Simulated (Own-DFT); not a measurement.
GaN (wurtzite, strained, atoms displaced), SiC (2H silicon carbide, atoms displaced), GaP (zincblende, atoms displaced) (calculated)

All values are calculated (Own-DFT development build). A calculation, not a measurement: plane-wave PBE density functional theory by an unreviewed code, no spin, of a simulated periodic cell, stress positive in tension, free energy of the whole cell less one offset for each atom, forces on such cells passed a denser k mesh, this cell's mesh not checked; offsets are fitted by least squares, one for each functional and potential file, so energies compare only between cells with the same atoms and settings and are not formation energies; the far tail of each file's local potential was reset to the Coulomb form; each entry is a single point on an unrelaxed cell, so the pressure reflects the starting lattice, mostly measured values (interpolated for alloys), from which strain is counted, and rises with the displacements; printed positions are rounded, which can move forces by about a meV/angstrom; the program, named Own-DFT, is a retired in-house code; no spin-orbit coupling.

Settings shared by all entries: functional PBE.

(1) 
```xyz
96
Lattice="12.7560 0.0000 0.0000 -4.7835 8.2853 0.0000 0.0000 0.0000 10.6292" Properties=species:S:1:pos:R:3:force_x:R:1:force_y:R:1:force_z:R:1 formula=GaN potential_files=PseudoDojo_norm-conserving,scalar-relativistic,standard_set_with_the_stringent_files_for_Ga wave_cutoff=96 occupations=Gaussian smearing_width=0.01 k_mesh=3_x_4_x_3_centred_on_Gamma free_energy_of_cell_above_offsets=-3.769 pressure=3.01 stress_xx=-4.82 stress_yy=-6.56 stress_zz=2.35 stress_yz=0.62 stress_xz=0.55 stress_xy=-0.14
Ga     0.0759     1.9295    10.5416     -0.923      -1.63      0.949
Ga     1.6291     0.9338     2.6444     -1.634     -0.549      1.096
N     -0.0329     1.8655     1.9926      0.746     -0.394      -1.04
N      1.6403     0.9601     4.6788      -1.36     -1.218      -0.64
Ga    -0.0399     1.8518     5.3418     -0.311     -0.655     -0.457
Ga     1.6379     0.8942     8.0711     -0.497     -0.398     -3.433
N      0.0427     1.8136     7.3115     -0.175      0.456      0.558
N      1.5936     0.9352     9.8570      0.623     -0.257      3.946
Ga    -1.5187     4.6874     0.0142     -0.928     -1.365      0.382
Ga     0.0311     3.7266     2.5133     -0.526     -0.751      2.213
N     -1.6165     4.6731     2.0923      0.576     -1.506     -1.975
N     -0.0061     3.6429     4.6516      -0.05      1.242     -0.203
Ga    -1.6284     4.7299     5.2819      0.445     -3.548      0.557
Ga     0.1062     3.7401     7.9292     -1.582     -1.462      0.103
N     -1.6559     4.5339     7.2980      1.904      1.118     -0.044
N      0.0811     3.7253     9.9634     -0.838      0.674     -0.378
Ga    -3.1600     7.3564     0.0450     -1.755      0.823       0.14
Ga    -1.5414     6.3845     2.7434      0.059      1.926     -0.759
N     -3.1949     7.3003     2.0914      1.834      1.723     -1.407
N     -1.5766     6.4166     4.6168     -0.227      2.109      0.772
Ga    -3.2503     7.3346     5.3330      0.908      1.059     -0.427
Ga    -1.5315     6.3678     8.0008     -1.419      0.556     -0.645
N     -3.2287     7.2851     7.2579      1.558      0.702      0.854
N     -1.6937     6.4705     9.9719      2.328     -0.281       -0.3
Ga     3.2883     1.9078    10.6189     -2.729       0.21      0.801
Ga     4.7794     1.0192     2.6367       0.08     -1.975      1.291
N      3.1565     1.8501     2.0959      0.909     -0.238     -2.192
N      4.7575     0.9772     4.7330      0.993     -0.375     -1.301
Ga     3.1735     1.7991     5.3426     -0.062      0.965      0.884
Ga     4.8339     0.9514     8.0098     -1.826     -0.394     -0.737
N      3.1497     1.8304     7.3590      1.213      0.692     -0.314
N      4.6722     1.0071     9.9414      3.407     -2.198      0.396
Ga     1.6566     4.5225     0.0700     -0.192      1.506      -0.02
Ga     3.2886     3.6213     2.7198     -1.774      1.001     -0.369
N      1.6321     4.6256     2.0265      0.779     -0.828     -0.527
N      3.1910     3.6756     4.5774     -0.166     -0.196      1.979
Ga     1.6018     4.5413     5.3477     -0.419      0.581     -1.179
Ga     3.1818     3.7832     8.0031      2.121     -2.216      0.639
N      1.7058     4.5222     7.3172     -1.939      2.575     -0.957
N      3.1883     3.7101     9.9827       1.11      0.046     -0.101
Ga     0.0014     7.3326     0.0784      0.232      0.417     -1.216
Ga     1.6544     6.4158     2.6451       0.18      0.357      1.017
N      0.1230     7.3297     1.9808     -1.625       1.11       0.67
N      1.6062     6.4815     4.6441     -0.049     -0.539      0.305
Ga    -0.0040     7.4247     5.3238      0.221     -0.572      -1.03
Ga     1.6463     6.5007     7.9519     -1.273     -1.082      0.544
N     -0.0704     7.3324     7.2165      1.367      0.388      1.963
N      1.6346     6.3895     9.9947     -0.546      0.637      -0.36
Ga     6.4449     1.8364     0.0504     -0.299      0.706     -0.866
Ga     7.9361     0.8812     2.6689      1.106      0.754      0.781
N      6.3892     1.8743     2.0658      0.076     -2.752     -1.511
N      7.9786     0.8646     4.7103     -0.785       1.91     -1.024
Ga     6.4212     1.8892     5.3297     -0.703     -0.202     -0.438
Ga     7.8780     0.9222     7.9057      1.598      1.011      1.246
N      6.3205     1.9152     7.3160      0.367     -1.732     -0.625
N      8.0195     0.9539     9.9797     -0.935     -1.238     -0.136
Ga     4.8265     4.6070     0.0782      0.729     -0.377     -1.299
Ga     6.3238     3.5766     2.5602      1.904      3.584      2.168
N      4.7804     4.4908     2.0067      0.022      1.909     -0.245
N      6.3612     3.6886     4.6385     -0.124       0.29      0.037
Ga     4.6831     4.5776     5.3971      1.196      0.347     -1.824
Ga     6.3230     3.6536     7.8876      0.658      1.794       2.05
N      4.7968     4.6941     7.2703     -0.672     -1.153      1.112
N      6.5229     3.7099    10.0031      -1.68     -0.504     -0.216
Ga     3.2315     7.3326     0.0390     -0.008      0.558      -0.82
Ga     4.7877     6.4590     2.6766      0.289     -0.941      0.814
N      3.2444     7.3792     2.0043     -0.351     -0.471     -0.216
N      4.7708     6.4651     4.7207     -0.621     -0.977     -1.024
Ga     3.1934     7.4362     5.3214     -0.242     -1.994      0.646
Ga     4.8362     6.4615     7.9758     -0.273      0.659      0.288
N      3.1600     7.3994     7.3607      0.922     -0.352     -0.873
N      4.8396     6.4281     9.9536     -0.791     -0.177      0.457
Ga     9.5896     1.8633    10.5692      0.513     -0.847      0.987
Ga    11.0991     0.8904     2.5498      1.285      0.519      1.874
N      9.5875     1.8521     2.1208     -1.621     -0.086     -2.146
N     11.0619     0.9189     4.6307      1.091     -0.558      0.026
Ga     9.4867     1.8968     5.3570      1.347     -1.809      0.792
Ga    11.2223     0.8822     8.0567     -0.596      0.357     -1.918
N      9.5461     1.8237     7.3664     -0.035      0.238       -0.1
N     11.2144     0.8923     9.9309     -0.038      0.127       1.77
Ga     8.1291     4.6893     0.0124     -1.342     -3.382      1.461
Ga     9.5645     3.6808     2.6600     -0.325       0.08        0.6
N      7.9812     4.6361     2.0079     -0.258     -0.784      -0.08
N      9.5960     3.5643     4.6408     -0.471       3.29     -0.129
Ga     7.9806     4.6582     5.3104      -0.09     -2.537      0.222
Ga     9.5490     3.7699     8.0043     -0.556      -2.11      0.311
N      7.9292     4.5628     7.3483      0.286      0.314     -0.976
N      9.5629     3.6395    10.0184      1.874      1.338     -0.635
Ga     6.3846     7.3032     0.0484      0.893      0.427      -0.96
Ga     8.0180     6.4688     2.5937     -1.447     -1.176      1.384
N      6.3694     7.3448     1.9945       0.16     -0.346     -0.046
N      8.0017     6.3680     4.6675      -0.57      1.809     -1.171
Ga     6.3604     7.3177     5.2389      0.673      1.261      1.029
Ga     7.9931     6.4245     7.8886     -0.285     -0.686      1.507
N      6.4289     7.3075     7.3563     -0.703      0.978     -0.957
N      7.9990     6.3080    10.0054      0.062      4.684     -1.372
```

Units: wave_cutoff in hartree; smearing_width, free_energy_of_cell_above_offsets in eV; pressure, stress_xx, stress_yy, stress_zz, stress_yz, stress_xz, stress_xy in GPa; force_x, force_y, force_z in eV/Å.

(2) 
```xyz
72
Lattice="9.2481 0.0000 0.0000 -4.6241 8.0091 0.0000 0.0000 0.0000 10.0681" Properties=species:S:1:pos:R:3:force_x:R:1:force_y:R:1:force_z:R:1 formula=SiC potential_files=PseudoDojo_norm-conserving,scalar-relativistic,standard_set wave_cutoff=42 occupations=Fermi-Dirac smearing_width=0.1 hardware=one_NVIDIA_H100 k_mesh=4_x_4_x_3_centred_on_Gamma free_energy_of_cell_above_offsets=-3.339 pressure=5.96 stress_xx=-6.07 stress_yy=-5.35 stress_zz=-6.46 stress_yz=-0.22 stress_xz=-1.51 stress_xy=1.11 wall_time=352.3
Si     0.0875     0.0231     0.0567     -2.542        0.2     -1.369
Si     0.0035     1.8169     2.4226     -0.308     -1.012      2.564
C     -4.5636     7.9151     1.9166     -5.299      4.165     -1.732
C     -0.0312     1.7669     4.4223      1.062      0.844     -0.895
Si    -4.5698     7.9277     5.0093     -0.888      2.627      1.587
Si    -0.0604     1.7760     7.5967      1.959     -0.332     -2.612
C      0.0659     0.0297     6.9353     -2.937      -0.11     -0.989
C      0.0410     1.8067     9.3692     -0.205     -0.137      4.028
Si    -1.5036     2.6752     0.0786     -0.584     -0.143     -1.783
Si    -1.5604     4.4466     2.5597      0.532      2.096     -1.192
C      7.6502     2.7050     1.9286      1.326     -0.366     -0.047
C     -1.4782     4.6040     4.3906     -1.324     -2.869      0.631
Si    -1.4934     2.7182     5.1173     -0.349     -0.246     -2.016
Si    -1.4644     4.4315     7.5098     -3.576      0.661      2.318
C     -1.5177     2.7514     6.9431     -0.369     -2.255      0.001
C     -1.5360     4.3948     9.4495      0.994      1.291     -0.349
Si    -3.0586     5.3083    10.0052     -1.438      0.843       0.57
Si    -3.1904     7.1985     2.4738      5.788     -3.685      2.254
C     -3.0478     5.4069     1.8713     -0.945     -0.956      0.469
C     -3.0767     7.1509     4.4003      0.198     -1.815     -1.099
Si     6.1407     5.3021     5.0490      1.991      2.166     -0.047
Si    -3.1102     7.1315     7.4647      0.913      0.172      1.715
C     -3.0297     5.3752     6.8900     -0.777     -1.147      0.827
C     -3.1652     7.2070     9.4175      3.336     -2.258     -0.749
Si     3.1079     0.0359     0.0039     -2.213     -0.658     -0.993
Si     3.0879     1.7615     2.4933      1.258     -0.614      1.411
C     -1.6014     7.9784     1.8367      1.583      1.085      1.353
C      3.1080     1.7364     4.5184     -0.487      0.003     -2.898
Si    -1.5112     7.8587     5.0257      0.545      2.185     -0.205
Si     3.0482     1.8015     7.5718      2.037     -1.563     -2.345
C     -1.5374     7.9711     6.8633      0.376      0.389      1.348
C      3.2027     1.7297     9.3337      -1.96      0.519      3.342
Si     1.6026     2.6495    10.0520      0.276     -0.216     -0.589
Si     1.5117     4.3972     2.4445      0.976      2.178      1.458
C      1.6248     2.6863     1.9454     -1.813     -1.068     -2.015
C      1.6173     4.5712     4.3842      -4.58      -4.15     -1.284
Si     1.5701     2.7476     5.0031     -0.233     -1.754      0.987
Si     1.5062     4.4636     7.5980      1.138     -0.763     -1.393
C      1.6263     2.6310     6.9442     -3.366      2.328     -0.565
C      1.5641     4.4121     9.4419     -0.599      1.127      0.931
Si     0.0286     5.3747     0.0086     -0.789     -0.699     -0.343
Si     0.1028     7.1912     2.5097     -2.074     -1.073     -0.023
C      0.1123     5.4118     1.8848     -1.779      -0.78     -0.277
C      0.1171     7.0238     4.3554     -0.907      3.007      0.926
Si     0.0247     5.3753     5.0076      0.646      -0.68      1.015
Si    -0.0035     7.1226     7.5728     -1.428      0.984     -0.743
C     -0.1247     5.3663     6.9464      4.692      0.778     -1.225
C     -0.0731     7.1780     9.4228      1.949     -1.499        0.7
Si     6.0903     0.0158     0.0804      1.986      0.676     -1.547
Si     6.1055     1.8487     2.5391      0.901     -0.193      0.932
C      6.1901     0.1102     1.9532      0.165     -0.991     -0.769
C      6.1578     1.7520     4.4939      0.414      2.377     -1.557
Si     6.1758     0.0617     5.0845      0.216     -1.719     -0.816
Si     6.1728     1.7655     7.5219     -0.798      2.999      1.435
C      6.1578     0.0795     6.9554     -1.067     -2.188      -0.88
C      6.2014     1.8308     9.4489      0.283     -1.453      0.193
Si     4.6411     2.6079     0.0031      0.542      1.749     -1.843
Si     4.5653     4.5050     2.5644      2.771     -0.675     -0.859
C      4.6466     2.7225     1.8092      -1.19     -0.387       2.62
C      4.6960     4.4376     4.5073     -2.739      0.415     -2.705
Si     4.6091     2.6929     4.9474      0.161     -1.584      3.283
Si     4.5734     4.5302     7.4784      3.082     -2.814      2.233
C      4.5768     2.6633     6.9588      1.105      0.806     -1.294
C      4.5671     4.3839     9.4572      0.731      1.332     -0.383
Si     3.0536     5.3529     0.0404      1.494      -0.06     -0.627
Si     3.0564     7.0894     2.5493       0.39      1.321     -0.856
C      3.0765     5.3313     1.9679     -1.004      0.284     -1.026
C      3.1087     7.1810     4.3689     -0.565     -0.911      1.139
Si     2.9936     5.3500     4.8683      5.498      2.716      3.927
Si     2.8518     7.0395     7.5715      4.841      2.516      1.386
C      3.1833     5.4159     6.9989     -4.983     -0.788     -3.169
C      3.1294     7.1525     9.4799     -2.042     -0.228      0.526
```

Units: wave_cutoff in hartree; smearing_width, free_energy_of_cell_above_offsets in eV; pressure, stress_xx, stress_yy, stress_zz, stress_yz, stress_xz, stress_xy in GPa; wall_time in s; force_x, force_y, force_z in eV/Å.

(3) 
```xyz
64
Lattice="10.9010 0.0000 0.0000 0.0000 10.9010 0.0000 0.0000 0.0000 10.9010" Properties=species:S:1:pos:R:3:force_x:R:1:force_y:R:1:force_z:R:1 formula=GaP potential_files=PseudoDojo_norm-conserving,scalar-relativistic,standard_set wave_cutoff=42 occupations=Fermi-Dirac smearing_width=0.1 k_mesh=3_x_3_x_3_centred_on_Gamma free_energy_of_cell_above_offsets=-24.376 pressure=5.42 stress_xx=-5.34 stress_yy=-5.71 stress_zz=-5.2 stress_yz=1.59 stress_xz=0.58 stress_xy=-1.48
Ga     0.0024     0.0753    10.7684      1.186     -1.725      1.256
Ga     0.0570     2.5898     2.7876     -0.099      1.488     -0.489
Ga     2.6371    10.7491     2.7887      1.005      0.615      0.244
Ga     2.5142     2.5028     0.2121      3.552      4.271     -3.754
P      1.4344     1.2964     1.3828     -3.717      -3.43      2.679
P      1.5317     4.0898     3.9807       -2.6      0.541      0.284
P      4.0869     1.5392     4.0286     -0.853     -2.816      1.529
P      4.0678     3.9542     1.5041     -0.607      1.489     -4.015
Ga     0.0082    10.8730     5.4096      0.083      1.109     -0.025
Ga    10.8497     2.6935     8.3447      0.294      0.003     -1.822
Ga     2.8817     0.1315     8.1093     -1.747     -1.208     -0.624
Ga     2.5006     2.6827     5.4141      2.215      0.812     -0.447
P      1.3572     1.4637     6.8016     -1.137     -1.501      0.922
P      1.2403     4.0199     9.5699      1.546      0.985      1.058
P      4.0771     1.4766     9.4000      -3.28     -2.139      4.677
P      3.9606     4.1086     6.6791      0.585     -0.346      1.364
Ga    10.7971     5.4101     0.0643      0.348     -0.344     -0.932
Ga    10.7271     8.0104     2.6761      1.865      0.847     -0.428
Ga     2.7906     5.4008     2.5736     -0.956        1.2      0.281
Ga     2.8542     8.1579     0.1733      -1.53     -1.237     -3.539
P      1.3544     6.8260     1.0965     -0.311      -0.73      2.493
P      1.3189     9.4101     4.1757     -0.757      0.364     -1.516
P      4.0926     6.7037     4.0664     -1.673      0.018      0.982
P      3.8956     9.6428     1.1456      2.981      1.879      2.869
Ga    10.7802     5.4199     5.4542      1.907      0.205     -0.457
Ga     0.0968     8.0864     8.2791      -1.23      0.588     -1.266
Ga     2.7126     5.5370     8.1978      0.819     -1.061      0.275
Ga     2.5985     8.1141     5.4634      2.508      0.661     -0.221
P      1.4618     6.9026     6.8578     -2.122     -1.802      0.256
P      1.3229     9.5457     9.3830      1.687      1.138      1.591
P      4.3096     6.9128     9.5369     -4.563     -1.617      0.973
P      4.1291     9.4960     6.9337     -0.059        0.3     -2.012
Ga     5.4764     0.1528    10.7466     -0.618     -1.441     -0.285
Ga     5.3424     2.7962     2.7233      3.263     -1.146      1.169
Ga     8.3071    10.8630     2.6143     -1.235      0.469      1.989
Ga     8.2242     2.7194     0.0132     -1.111     -0.381      0.334
P      6.7760     1.0319     1.4340      -0.34      3.415      -0.48
P      6.8457     4.1679     4.2199     -0.627     -0.446     -1.112
P      9.4072     1.4314     4.0477       1.27     -1.087      0.142
P      9.4806     4.1049     1.3697       0.99     -1.375      0.595
Ga     5.6600    10.8486     5.4232     -1.508      0.741      0.392
Ga     5.3741     2.5287     8.3162      3.489      4.926     -3.597
Ga     8.0500     0.1313     8.1236      1.789     -1.664      0.538
Ga     8.2740     2.8156     5.4436     -0.937      0.034      0.385
P      6.8818     1.4550     6.8431     -1.027      0.758     -1.095
P      6.7468     4.1763     9.7025       0.48     -1.323     -1.399
P      9.5748     1.3347     9.5789     -2.121      0.365     -0.619
P      9.5840     4.0645     6.8415     -0.002     -0.069      0.797
Ga     5.4274     5.6590    10.8759     -0.272      -2.89      0.884
Ga     5.3097     8.0979     2.9341      1.182      1.523     -2.534
Ga     8.1091     5.3543     2.6323       -0.6      0.598      0.645
Ga     8.2199     8.1227    10.8894     -0.831      1.232      0.328
P      6.7585     6.7702     1.2790      0.854      1.542      2.146
P      6.8565     9.5265     3.9866      0.059     -0.292      0.001
P      9.5082     6.7122     3.9976     -1.189     -0.103      0.969
P      9.5602     9.6041     1.4472      1.453     -1.658     -2.465
Ga     5.4541     5.5486     5.5302      -0.08      -0.88       0.27
Ga     5.3798     8.2512     8.3782      1.109      0.346     -3.445
Ga     8.2089     5.4462     8.1763     -0.469     -0.284      0.566
Ga     8.0883     8.1755     5.4302      0.872     -0.023      0.473
P      6.7911     6.8087     6.9267      0.001      0.893     -0.192
P      6.7492     9.5212     9.4016      2.192      1.578      2.119
P      9.5587     6.8243     9.5933      0.028     -0.494     -0.782
P      9.6178     9.6409     6.7627     -1.408     -1.424      1.073
```

Units: wave_cutoff in hartree; smearing_width, free_energy_of_cell_above_offsets in eV; pressure, stress_xx, stress_yy, stress_zz, stress_yz, stress_xz, stress_xy in GPa; force_x, force_y, force_z in eV/Å.
